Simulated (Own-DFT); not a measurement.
# One host, several defects: C11b WSi2

Calculated, not measured: single-point runs of Own-DFT, a retired in-house plane-wave DFT program that no person has reviewed, on unrelaxed cells, without spin or spin-orbit coupling.

All runs used: PBE; PseudoDojo norm-conserving scalar-relativistic files; cutoff 50 hartree; 5 x 5 x 5 k mesh centred on Gamma; cold (Marzari-Vanderbilt) smearing of 0.2 eV.

Keep in mind: forces on such cells failed a check on a denser k mesh; stress not checked against mesh or cutoff.

All runs share one cell, with vectors in Å (-2.148, -5.953, 3.409); (-6.444, 2.976, 1.136); (-2.553, -2.948, -6.757) and a volume of 403.2 Å³. Atoms were moved at random from their sites; u is the rms move along one axis. The defect's site can differ from row to row.

| cell | formula | u (Å) | P (GPa) |
|---|---|---|---|
| no defect | Si20W10 | 0.0204 | 4.66 |
| no defect | Si20W10 | 0.0206 | 4.56 |
| no defect | Si20W10 | 0.0535 | 5.87 |
| one W on a Si site | Si19W11 | 0.0295 | ? |
| one W on a Si site | Si19W11 | 0.0314 | 10.51 |
| one W on a Si site | Si19W11 | 0.0529 | 10.71 |
| one W on a Si site | Si19W11 | 0.0576 | 11.40 |
| one Si vacancy | Si19W10 | 0.0254 | 3.09 |
| one Si vacancy | Si19W10 | 0.0297 | 3.42 |
| one Si vacancy | Si19W10 | 0.0528 | 4.37 |
| one Si on a W site | Si21W9 | 0.0307 | 6.30 |
| one Si on a W site | Si21W9 | 0.0448 | 6.83 |
| one Si on a W site | Si21W9 | 0.0452 | 6.73 |

## Working it out

P = P0 + c u² + a shift for each defect gives P0 = 4.46 GPa, c = 462 ± 62 GPa/Å² and a scatter of 0.20 GPa. The shifts, and each times the cell's volume:

- one W on a Si site: 5.32 ± 0.18 GPa, 13.4 eV
- one Si on a W site: 1.39 ± 0.17 GPa, 3.5 eV
- one Si vacancy: -1.50 ± 0.16 GPa, -3.8 eV

Positive is outwards. The product with the volume (160.2 GPa Å³ to the eV) is nearly free of the cell's size; divided by the bulk modulus at the cell's pressure it gives the volume that the defect adds. The atoms around the defects weren't relaxed, which would change these numbers.

## Prediction

Q: what pressure belongs in the blank (one W on a Si site, u = 0.0295 Å)?

The fitted form gives 10.18 ± 0.25 GPa. Computed: 9.78 GPa.
